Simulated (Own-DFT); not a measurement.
# Computed records: HfO₂ (monoclinic hafnia, atoms displaced)

Computed with Own-DFT development build. A calculation, not a measurement: plane-wave density functional theory by an unreviewed code, no spin, of a simulated periodic cell, stress positive in tension, run twice, with PBE and with PBEsol, both on files made for PBE, so the change isn't that of files made for PBEsol, hafnium file: forces about 75 meV/angstrom off all-electron values; oxygen file: force components 24 meV/angstrom off all-electron in one glass; forces on such cells passed a denser k mesh, this cell's mesh not checked; the far tail of each file's local potential was reset to the Coulomb form; each entry is a single point on an unrelaxed cell, so the pressure reflects the starting lattice, mostly measured values (interpolated for alloys), from which strain is counted, and rises with the displacements; printed positions are rounded, which can move forces by about a meV/angstrom; the program, named Own-DFT, is a retired in-house code; no spin-orbit coupling; stress was not checked against mesh or cutoff.

Settings shared by all entries: functional PBE, then PBEsol; potential files PseudoDojo norm-conserving, scalar-relativistic, standard set; wave cutoff 72 hartree; occupations Fermi-Dirac; smearing width 0.1 eV; k mesh 2 x 2 x 2 centred on Gamma.

(1) 
```cif
# cell vector a (Å): 10.2340 0.0000 0.0000
# cell vector b (Å): 0.0000 10.3500 0.0000
# cell vector c (Å): -1.6955 0.0000 10.4453
data_HfO2
_symmetry_space_group_name_H-M 'P 1'
_symmetry_Int_Tables_number 1
_cell_length_a 10.2340
_cell_length_b 10.3500
_cell_length_c 10.5820
_cell_angle_alpha 90.000
_cell_angle_beta 99.220
_cell_angle_gamma 90.000
_cell_volume 1106.39
loop_
_atom_site_label
_atom_site_type_symbol
_atom_site_fract_x
_atom_site_fract_y
_atom_site_fract_z
_atom_site_occupancy
Hf1 Hf 0.13925 0.02022 0.10631 1
Hf2 Hf 0.35943 0.27112 0.14574 1
Hf3 Hf 0.36108 0.47932 0.39229 1
Hf4 Hf 0.13343 0.22839 0.35157 1
O1 O 0.03591 0.16634 0.17516 1
O2 O 0.46355 0.41462 0.07872 1
O3 O 0.46187 0.33588 0.32751 1
O4 O 0.03660 0.08322 0.42468 1
O5 O 0.22578 0.37780 0.24579 1
O6 O 0.27373 0.13104 0.01018 1
O7 O 0.27579 0.11942 0.26287 1
O8 O 0.22365 0.37105 0.49066 1
Hf5 Hf 0.14236 0.02210 0.60542 1
Hf6 Hf 0.36636 0.26879 0.64806 1
Hf7 Hf 0.36456 0.48272 0.89479 1
Hf8 Hf 0.13733 0.23187 0.85476 1
O9 O 0.03547 0.16671 0.67476 1
O10 O 0.46368 0.41692 0.57968 1
O11 O 0.46295 0.33062 0.82452 1
O12 O 0.03748 0.08295 0.92382 1
O13 O 0.22447 0.37810 0.73886 1
O14 O 0.27681 0.12810 0.51213 1
O15 O 0.27393 0.12057 0.75861 1
O16 O 0.22771 0.36991 0.98806 1
Hf9 Hf 0.14015 0.51996 0.10294 1
Hf10 Hf 0.36164 0.76940 0.14616 1
Hf11 Hf 0.36210 0.98009 0.39803 1
Hf12 Hf 0.13582 0.73224 0.35732 1
O17 O 0.03736 0.66699 0.17154 1
O18 O 0.46464 0.91826 0.08003 1
O19 O 0.46459 0.83348 0.32371 1
O20 O 0.03309 0.58536 0.42489 1
O21 O 0.22301 0.88255 0.24153 1
O22 O 0.27518 0.63034 0.00842 1
O23 O 0.27591 0.62355 0.26117 1
O24 O 0.22538 0.87264 0.49005 1
Hf13 Hf 0.13799 0.51730 0.60417 1
Hf14 Hf 0.36290 0.77008 0.64604 1
Hf15 Hf 0.36376 0.98041 0.89565 1
Hf16 Hf 0.13788 0.73180 0.85592 1
O25 O 0.03826 0.66341 0.67489 1
O26 O 0.46053 0.91445 0.57570 1
O27 O 0.46311 0.83291 0.82607 1
O28 O 0.04072 0.58336 0.92373 1
O29 O 0.22175 0.87846 0.73990 1
O30 O 0.27535 0.62877 0.50950 1
O31 O 0.27611 0.62143 0.75967 1
O32 O 0.22717 0.87295 0.99129 1
Hf17 Hf 0.63737 0.01794 0.10602 1
Hf18 Hf 0.86156 0.27028 0.14337 1
Hf19 Hf 0.86047 0.47908 0.39847 1
Hf20 Hf 0.64020 0.22919 0.35446 1
O33 O 0.54008 0.16813 0.17491 1
O34 O 0.96355 0.41699 0.07535 1
O35 O 0.96432 0.33613 0.32517 1
O36 O 0.54008 0.08279 0.42052 1
O37 O 0.72804 0.38139 0.23640 1
O38 O 0.77304 0.12737 0.01087 1
O39 O 0.77636 0.12122 0.26087 1
O40 O 0.72494 0.37180 0.49023 1
Hf21 Hf 0.63752 0.01881 0.60207 1
Hf22 Hf 0.85901 0.26985 0.64821 1
Hf23 Hf 0.86203 0.48124 0.89889 1
Hf24 Hf 0.63971 0.23071 0.85556 1
O41 O 0.53822 0.16817 0.67640 1
O42 O 0.96531 0.41940 0.57843 1
O43 O 0.96545 0.33584 0.82499 1
O44 O 0.53604 0.08450 0.92042 1
O45 O 0.72569 0.38030 0.74088 1
O46 O 0.77409 0.12883 0.50430 1
O47 O 0.77866 0.12281 0.76238 1
O48 O 0.72576 0.37389 0.99155 1
Hf25 Hf 0.63837 0.52152 0.10436 1
Hf26 Hf 0.86203 0.76892 0.14628 1
Hf27 Hf 0.86114 0.97881 0.39659 1
Hf28 Hf 0.63708 0.73246 0.35560 1
O49 O 0.53673 0.66221 0.17307 1
O50 O 0.96376 0.91550 0.07964 1
O51 O 0.96441 0.83299 0.32689 1
O52 O 0.53847 0.58537 0.42364 1
O53 O 0.72102 0.87630 0.23746 1
O54 O 0.77761 0.62661 0.00701 1
O55 O 0.77611 0.62094 0.25760 1
O56 O 0.72520 0.86796 0.48980 1
Hf29 Hf 0.63795 0.51992 0.60132 1
Hf30 Hf 0.86296 0.77236 0.64537 1
Hf31 Hf 0.86297 0.97849 0.89746 1
Hf32 Hf 0.64006 0.72586 0.85397 1
O57 O 0.53788 0.66688 0.67440 1
O58 O 0.96028 0.91558 0.57564 1
O59 O 0.96477 0.83709 0.82759 1
O60 O 0.53548 0.58417 0.92199 1
O61 O 0.72256 0.87875 0.73956 1
O62 O 0.77575 0.62926 0.50920 1
O63 O 0.77857 0.62121 0.76236 1
O64 O 0.72490 0.87551 0.98874 1
_calc_PBE_pressure 3.84  # GPa
_calc_PBE_stress_xx -3.76  # GPa
_calc_PBE_stress_yy -3.72  # GPa
_calc_PBE_stress_zz -4.06  # GPa
_calc_PBE_stress_yz 0.16  # GPa
_calc_PBE_stress_xz -0.07  # GPa
_calc_PBE_stress_xy -0.35  # GPa
_calc_PBEsol_pressure -2.61  # GPa
_calc_PBEsol_stress_xx 2.72  # GPa
_calc_PBEsol_stress_yy 2.69  # GPa
_calc_PBEsol_stress_zz 2.42  # GPa
_calc_PBEsol_stress_yz 0.14  # GPa
_calc_PBEsol_stress_xz 0.27  # GPa
_calc_PBEsol_stress_xy -0.34  # GPa
_calc_rms_change_of_force_components_from_PBE_to_PBEsol 0.037  # eV/angstrom
```

Force:
```tsv
force element	PBE force x (eV/Å)	PBE force y (eV/Å)	PBE force z (eV/Å)	PBEsol force x (eV/Å)	PBEsol force y (eV/Å)	PBEsol force z (eV/Å)
Hf	-0.081	0.045	-0.361	-0.069	0.089	-0.372
Hf	0.668	-0.316	0.234	0.648	-0.251	0.249
Hf	-0.338	0.187	1.126	-0.346	0.126	1.117
Hf	0.486	0.421	1.05	0.473	0.367	0.99
O	-0.196	-0.056	-0.516	-0.178	-0.036	-0.445
O	0.429	0.447	-0.203	0.405	0.45	-0.243
O	0.988	-0.621	0.059	0.944	-0.61	0.006
O	-0.449	-0.257	-0.107	-0.428	-0.265	-0.059
O	-0.285	0.322	-1.233	-0.204	0.308	-1.2
O	0.33	-0.209	0.257	0.255	-0.204	0.256
O	0.136	0.349	-0.254	0.064	0.341	-0.249
O	0.102	-0.151	-0.337	0.161	-0.131	-0.332
Hf	-0.816	0.061	0.089	-0.773	0.114	0.067
Hf	-0.906	0.553	-0.606	-0.883	0.592	-0.555
Hf	-0.514	-0.728	-0.267	-0.512	-0.752	-0.235
Hf	0.043	-0.384	-0.394	0.046	-0.421	-0.414
O	-0.305	-0.113	-0.391	-0.285	-0.092	-0.327
O	0.482	0.323	-0.347	0.469	0.324	-0.385
O	0.275	0.523	0.896	0.263	0.491	0.812
O	-0.383	-0.001	0.082	-0.365	-0.017	0.13
O	0.07	-0.01	0.263	0.126	-0.014	0.255
O	0.238	-0.115	-0.114	0.165	-0.135	-0.102
O	0.306	-0.12	0.39	0.237	-0.116	0.374
O	-0.386	0.508	0.444	-0.316	0.497	0.434
Hf	-0.363	0.223	0.284	-0.358	0.278	0.24
Hf	0.047	0.219	0.053	0.041	0.26	0.081
Hf	-0.088	0.031	-0.722	-0.106	-0.015	-0.683
Hf	0.332	-0.764	-0.264	0.326	-0.791	-0.283
O	-0.138	-0.03	0.009	-0.131	-0.015	0.057
O	-0.049	-0.13	-0.216	-0.048	-0.113	-0.258
O	-0.093	0.249	0.499	-0.093	0.221	0.438
O	0.019	0.131	-0.323	0.026	0.111	-0.266
O	0.174	-0.578	0.02	0.23	-0.563	0.017
O	0.377	-0.123	0.353	0.302	-0.125	0.344
O	0.1	-0.159	-0.232	0.044	-0.155	-0.228
O	-0.343	-0.105	0.022	-0.27	-0.094	0.019
Hf	0.411	0.313	0.009	0.4	0.347	-0.015
Hf	-0.573	-0.662	0.2	-0.563	-0.601	0.223
Hf	-0.091	-0.002	-0.002	-0.09	-0.051	0.022
Hf	0.224	-0.296	-0.583	0.23	-0.343	-0.598
O	-0.782	0.781	0.059	-0.752	0.778	0.106
O	1.226	0.742	0.147	1.186	0.738	0.092
O	0.289	0.015	0.309	0.267	0.003	0.246
O	-0.707	-0.241	-0.015	-0.678	-0.246	0.044
O	0.207	0.093	-0.107	0.265	0.089	-0.107
O	0.122	0.229	0.114	0.055	0.223	0.113
O	0.226	0.008	0.316	0.163	0.012	0.316
O	-0.228	-0.126	0.015	-0.16	-0.12	0.016
Hf	0.106	0.601	-0.27	0.113	0.628	-0.287
Hf	-0.209	0.135	0.355	-0.216	0.189	0.376
Hf	0.625	0.44	-0.523	0.611	0.392	-0.483
Hf	-0.28	0.353	-0.639	-0.263	0.273	-0.648
O	-0.725	0.174	-0.328	-0.693	0.177	-0.261
O	0.656	-0.043	0.345	0.625	-0.024	0.283
O	0.071	-0.187	0.117	0.062	-0.207	0.065
O	-0.828	-0.476	0.307	-0.794	-0.474	0.355
O	-0.468	-0.347	0.452	-0.39	-0.34	0.433
O	0.375	0.442	0.098	0.303	0.43	0.096
O	0.272	-0.156	0.002	0.196	-0.145	0.009
O	-0.22	-0.226	0	-0.149	-0.21	0.002
Hf	-0.109	0.29	0.488	-0.1	0.325	0.445
Hf	0.961	0.187	-0.155	0.934	0.23	-0.11
Hf	0.588	-0.176	-0.811	0.559	-0.213	-0.763
Hf	-0.094	-0.119	0.191	-0.092	-0.17	0.154
O	0.47	-0.809	-0.755	0.461	-0.768	-0.68
O	-0.67	-0.77	0.044	-0.656	-0.729	-0.011
O	-0.078	0.034	0.346	-0.083	0.008	0.286
O	-0.352	-0.27	0.236	-0.337	-0.277	0.274
O	-0.256	-0.07	-0.046	-0.182	-0.082	-0.047
O	0.14	0.011	1.024	0.067	0.002	0.987
O	-0.085	-0.16	-0.351	-0.141	-0.139	-0.34
O	-0.234	-0.452	-0.472	-0.158	-0.434	-0.458
Hf	0.079	-0.473	0.276	0.088	-0.42	0.255
Hf	0.128	-0.072	-0.085	0.126	-0.025	-0.052
Hf	0.413	0.193	-0.275	0.397	0.149	-0.234
Hf	0.327	-0.82	-0.571	0.325	-0.846	-0.583
O	-0.776	0.709	-0.073	-0.745	0.706	-0.029
O	0.39	0.282	-0.049	0.371	0.287	-0.097
O	-0.312	0.24	0.074	-0.307	0.214	0.025
O	-0.622	-0.328	-0.176	-0.589	-0.332	-0.121
O	0.24	0.16	0.343	0.289	0.153	0.332
O	-0.19	0.601	0.49	-0.247	0.571	0.471
O	0.015	0.15	0.344	-0.048	0.153	0.329
O	-0.386	0.567	0.044	-0.312	0.558	0.04
Hf	-0.21	0.21	0.528	-0.204	0.251	0.485
Hf	0.237	-0.843	0.339	0.226	-0.77	0.349
Hf	-0.019	0.492	-0.033	-0.022	0.433	-0.006
Hf	-0.044	0.89	-0.209	-0.035	0.817	-0.239
O	-0.1	-0.081	-0.243	-0.089	-0.062	-0.181
O	0.838	0.477	0.182	0.791	0.469	0.125
O	0.263	-0.474	-0.102	0.247	-0.474	-0.144
O	-0.002	-0.161	0.111	0.005	-0.171	0.153
O	0.079	0.124	-0.279	0.143	0.114	-0.279
O	0.134	0.108	0.265	0.067	0.098	0.258
O	-0.082	0.102	-0.257	-0.152	0.105	-0.237
O	-0.256	-0.936	-0.01	-0.182	-0.901	-0.006
```

(2) 
```cif
# cell vector a (Å): 10.2340 0.0000 0.0000
# cell vector b (Å): 0.0000 10.3500 0.0000
# cell vector c (Å): -1.6955 0.0000 10.4453
data_HfO2
_symmetry_space_group_name_H-M 'P 1'
_symmetry_Int_Tables_number 1
_cell_length_a 10.2340
_cell_length_b 10.3500
_cell_length_c 10.5820
_cell_angle_alpha 90.000
_cell_angle_beta 99.220
_cell_angle_gamma 90.000
_cell_volume 1106.39
loop_
_atom_site_label
_atom_site_type_symbol
_atom_site_fract_x
_atom_site_fract_y
_atom_site_fract_z
_atom_site_occupancy
Hf1 Hf 0.13936 0.02100 0.10736 1
Hf2 Hf 0.36159 0.27054 0.14268 1
Hf3 Hf 0.36147 0.48045 0.39632 1
Hf4 Hf 0.13918 0.23375 0.35521 1
O1 O 0.03370 0.16715 0.17097 1
O2 O 0.46243 0.41794 0.07622 1
O3 O 0.46407 0.32932 0.32539 1
O4 O 0.03636 0.08282 0.42326 1
O5 O 0.22610 0.37848 0.23780 1
O6 O 0.27572 0.12888 0.00805 1
O7 O 0.27745 0.12125 0.25950 1
O8 O 0.22265 0.36734 0.48982 1
Hf5 Hf 0.13668 0.01846 0.60617 1
Hf6 Hf 0.36217 0.26868 0.64440 1
Hf7 Hf 0.36261 0.47884 0.89516 1
Hf8 Hf 0.13756 0.22688 0.85698 1
O9 O 0.03555 0.17044 0.67416 1
O10 O 0.46469 0.41744 0.57646 1
O11 O 0.46374 0.33350 0.82862 1
O12 O 0.03837 0.08674 0.92611 1
O13 O 0.22325 0.37507 0.73956 1
O14 O 0.27414 0.12984 0.51134 1
O15 O 0.27467 0.12195 0.76247 1
O16 O 0.22169 0.36981 0.99052 1
Hf9 Hf 0.13776 0.51970 0.10534 1
Hf10 Hf 0.36112 0.76867 0.14194 1
Hf11 Hf 0.36435 0.98218 0.39727 1
Hf12 Hf 0.13853 0.72964 0.35259 1
O17 O 0.03613 0.66309 0.17547 1
O18 O 0.46165 0.91491 0.07513 1
O19 O 0.46099 0.83692 0.32811 1
O20 O 0.03526 0.58650 0.42261 1
O21 O 0.22314 0.88094 0.24301 1
O22 O 0.27452 0.62849 0.01142 1
O23 O 0.26854 0.62178 0.25788 1
O24 O 0.22376 0.87059 0.48685 1
Hf13 Hf 0.13719 0.51878 0.60563 1
Hf14 Hf 0.36153 0.76795 0.64400 1
Hf15 Hf 0.36163 0.98064 0.89554 1
Hf16 Hf 0.13679 0.72688 0.85522 1
O25 O 0.03818 0.66478 0.67368 1
O26 O 0.46449 0.91284 0.57602 1
O27 O 0.46166 0.82988 0.82600 1
O28 O 0.03759 0.58309 0.92587 1
O29 O 0.22811 0.87856 0.73785 1
O30 O 0.27277 0.62918 0.51087 1
O31 O 0.27533 0.62122 0.75890 1
O32 O 0.22484 0.87077 0.98749 1
Hf17 Hf 0.64057 0.01745 0.10110 1
Hf18 Hf 0.85690 0.27022 0.14581 1
Hf19 Hf 0.86662 0.48185 0.39562 1
Hf20 Hf 0.63786 0.22691 0.35765 1
O33 O 0.53887 0.16872 0.17206 1
O34 O 0.96377 0.41785 0.07512 1
O35 O 0.96410 0.33330 0.32413 1
O36 O 0.53867 0.08472 0.41999 1
O37 O 0.72411 0.37857 0.23462 1
O38 O 0.77777 0.13071 0.01362 1
O39 O 0.77581 0.12098 0.25688 1
O40 O 0.72626 0.37034 0.48843 1
Hf21 Hf 0.63981 0.01972 0.60290 1
Hf22 Hf 0.86101 0.27088 0.64385 1
Hf23 Hf 0.86141 0.48180 0.89183 1
Hf24 Hf 0.64161 0.22932 0.85615 1
O41 O 0.53454 0.16117 0.67346 1
O42 O 0.95950 0.41544 0.57681 1
O43 O 0.96569 0.33610 0.82607 1
O44 O 0.53546 0.08344 0.92111 1
O45 O 0.72496 0.38138 0.73842 1
O46 O 0.77609 0.12827 0.51118 1
O47 O 0.77071 0.12084 0.76074 1
O48 O 0.72218 0.37015 0.98944 1
Hf25 Hf 0.63734 0.51703 0.10224 1
Hf26 Hf 0.86248 0.76875 0.14629 1
Hf27 Hf 0.86551 0.97706 0.39627 1
Hf28 Hf 0.63657 0.73340 0.35414 1
O49 O 0.53745 0.66651 0.17173 1
O50 O 0.96377 0.91576 0.07877 1
O51 O 0.96197 0.83432 0.32519 1
O52 O 0.53614 0.58302 0.42439 1
O53 O 0.72526 0.87920 0.24136 1
O54 O 0.77409 0.63077 0.00687 1
O55 O 0.77338 0.61787 0.25775 1
O56 O 0.72520 0.86900 0.49000 1
Hf29 Hf 0.63363 0.51650 0.60420 1
Hf30 Hf 0.86117 0.76949 0.64669 1
Hf31 Hf 0.86301 0.97848 0.89816 1
Hf32 Hf 0.64160 0.73222 0.85602 1
O57 O 0.53804 0.66578 0.67219 1
O58 O 0.96352 0.91730 0.57705 1
O59 O 0.96379 0.83449 0.82242 1
O60 O 0.53842 0.58456 0.92277 1
O61 O 0.73012 0.87727 0.74174 1
O62 O 0.77595 0.63362 0.50880 1
O63 O 0.77661 0.62280 0.76121 1
O64 O 0.72098 0.86875 0.98688 1
_calc_PBE_pressure 3.91  # GPa
_calc_PBE_stress_xx -3.54  # GPa
_calc_PBE_stress_yy -3.98  # GPa
_calc_PBE_stress_zz -4.22  # GPa
_calc_PBE_stress_yz -0.06  # GPa
_calc_PBE_stress_xz -0.29  # GPa
_calc_PBE_stress_xy -0.41  # GPa
_calc_PBEsol_pressure -2.54  # GPa
_calc_PBEsol_stress_xx 2.92  # GPa
_calc_PBEsol_stress_yy 2.44  # GPa
_calc_PBEsol_stress_zz 2.27  # GPa
_calc_PBEsol_stress_yz -0.04  # GPa
_calc_PBEsol_stress_xz 0.08  # GPa
_calc_PBEsol_stress_xy -0.4  # GPa
_calc_rms_change_of_force_components_from_PBE_to_PBEsol 0.037  # eV/angstrom
```

Force:
```tsv
force element	PBE force x (eV/Å)	PBE force y (eV/Å)	PBE force z (eV/Å)	PBEsol force x (eV/Å)	PBEsol force y (eV/Å)	PBEsol force z (eV/Å)
Hf	-0.076	0.365	0.056	-0.072	0.414	0.032
Hf	0.391	-0.353	0.392	0.374	-0.298	0.413
Hf	0.457	-0.206	-0.538	0.45	-0.247	-0.492
Hf	-0.463	-1.197	-0.796	-0.445	-1.208	-0.798
O	0.31	-0.164	0.2	0.314	-0.155	0.239
O	0.048	0.042	0.057	0.044	0.051	0
O	-0.347	0.739	0.593	-0.346	0.701	0.526
O	0.023	0.216	-0.118	0.026	0.188	-0.062
O	-0.163	0.057	0.467	-0.099	0.05	0.455
O	0.191	-0.171	0.532	0.12	-0.17	0.516
O	-0.137	0.211	0.107	-0.197	0.21	0.103
O	0.268	0.868	0.08	0.324	0.843	0.071
Hf	0.191	0.483	-0.222	0.191	0.516	-0.248
Hf	-0.159	-0.198	0.741	-0.172	-0.156	0.749
Hf	0.05	0.108	-0.031	0.055	0.052	-0.002
Hf	0.156	0.906	-0.488	0.162	0.838	-0.501
O	0.027	-0.688	-0.365	0.033	-0.656	-0.303
O	-0.655	-0.587	0.036	-0.64	-0.55	-0.017
O	0.462	-0.275	-0.264	0.437	-0.276	-0.303
O	-1.206	-1.06	-0.141	-1.161	-1.046	-0.088
O	0.16	0.581	-0.294	0.219	0.565	-0.294
O	0.264	-0.19	0.067	0.197	-0.181	0.071
O	0.166	-0.125	-0.304	0.099	-0.117	-0.289
O	0.311	0.193	-0.197	0.367	0.187	-0.189
Hf	-0.289	-0.502	-0.299	-0.28	-0.441	-0.317
Hf	0.158	0.355	0.61	0.154	0.393	0.607
Hf	-0.773	-0.342	-0.194	-0.761	-0.396	-0.174
Hf	-0.002	0.518	0.308	0.01	0.456	0.273
O	-0.888	0.603	-0.33	-0.854	0.608	-0.271
O	0.677	0.307	0.278	0.647	0.306	0.216
O	0.728	-0.741	-0.317	0.705	-0.729	-0.347
O	-0.143	-0.441	0.288	-0.137	-0.451	0.324
O	0.056	-0.203	-0.689	0.11	-0.2	-0.672
O	0.272	-0.074	-0.189	0.201	-0.069	-0.177
O	1.024	-0.254	0.592	0.924	-0.243	0.575
O	-0.105	0.199	0.368	-0.04	0.195	0.356
Hf	-0.038	-0.028	0.135	-0.029	0.03	0.114
Hf	0.292	0.37	0.385	0.278	0.412	0.406
Hf	0.194	-0.532	-0.417	0.18	-0.567	-0.381
Hf	0.381	0.38	-0.258	0.376	0.319	-0.278
O	-0.527	0.122	-0.081	-0.5	0.127	-0.026
O	0.611	0.569	-0.01	0.584	0.572	-0.063
O	0.434	0.206	0.33	0.416	0.188	0.272
O	-0.359	0.242	-0.569	-0.337	0.222	-0.512
O	-0.563	0.068	-0.023	-0.484	0.067	-0.028
O	0.291	-0.602	-0.273	0.223	-0.592	-0.263
O	0.034	-0.412	0.335	-0.033	-0.395	0.325
O	-0.432	-0.056	0.166	-0.351	-0.055	0.161
Hf	-0.949	0.78	0.737	-0.916	0.816	0.698
Hf	0.934	0.433	-0.007	0.893	0.46	0.015
Hf	-1.03	-0.215	-0.42	-1.004	-0.254	-0.383
Hf	0.676	0.817	-1.356	0.654	0.746	-1.352
O	-0.152	-0.437	-0.464	-0.142	-0.412	-0.398
O	-0.266	-0.178	0.164	-0.261	-0.15	0.111
O	0.197	0.274	0.585	0.188	0.253	0.526
O	-0.703	-0.818	0.638	-0.675	-0.803	0.672
O	-0.199	-0.089	0.653	-0.123	-0.092	0.613
O	-0.134	-0.738	-0.859	-0.197	-0.722	-0.831
O	0.044	-0.337	0.681	-0.018	-0.318	0.652
O	-0.359	0.083	-0.129	-0.289	0.074	-0.118
Hf	-0.275	-0.341	0.396	-0.263	-0.278	0.364
Hf	0.121	-0.113	0.487	0.12	-0.054	0.493
Hf	0.26	-0.472	0.816	0.252	-0.505	0.821
Hf	-0.794	-0.032	-0.271	-0.768	-0.085	-0.283
O	-0.336	0.527	-0.216	-0.315	0.53	-0.169
O	1.092	0.721	-0.052	1.056	0.713	-0.099
O	-0.244	-0.001	0.006	-0.251	-0.012	-0.04
O	0.241	-0.027	0.154	0.246	-0.038	0.201
O	-0.242	-0.496	0.163	-0.171	-0.485	0.156
O	0.097	-0.134	0.081	0.023	-0.13	0.087
O	0.665	-0.194	0.252	0.575	-0.186	0.247
O	0.197	0.165	-0.42	0.247	0.16	-0.406
Hf	0.16	0.655	0.199	0.163	0.683	0.17
Hf	-0.155	-0.463	0.104	-0.153	-0.405	0.133
Hf	-0.335	0.745	-0.245	-0.32	0.674	-0.212
Hf	0.032	-0.819	-0.126	0.046	-0.843	-0.143
O	-0.701	0.374	0.044	-0.68	0.382	0.087
O	0.047	-0.008	-0.28	0.03	0.007	-0.322
O	0.635	-0.521	0.101	0.605	-0.518	0.048
O	-0.505	-0.007	-0.543	-0.493	-0.029	-0.473
O	-0.225	-0.131	-0.441	-0.156	-0.137	-0.43
O	0.424	-0.132	0.457	0.347	-0.128	0.438
O	0.267	0.471	0.243	0.204	0.466	0.237
O	-0.18	0.596	0.072	-0.115	0.584	0.069
Hf	1.104	1.23	-0.184	1.065	1.249	-0.206
Hf	0.067	-0.256	-0.531	0.048	-0.2	-0.491
Hf	0.487	0.269	-0.361	0.469	0.208	-0.332
Hf	-1	-0.857	-0.833	-0.961	-0.888	-0.827
O	-0.307	0.07	-0.07	-0.293	0.075	-0.026
O	0.153	-0.147	0.19	0.144	-0.125	0.131
O	0.565	0.141	0.943	0.534	0.114	0.872
O	-0.683	-0.372	-0.282	-0.656	-0.381	-0.222
O	-0.639	0.523	-0.306	-0.554	0.498	-0.293
O	-0.041	-0.708	0.019	-0.097	-0.685	0.018
O	0.245	-0.06	-0.179	0.182	-0.049	-0.161
O	0.448	0.919	0.673	0.497	0.902	0.648
```
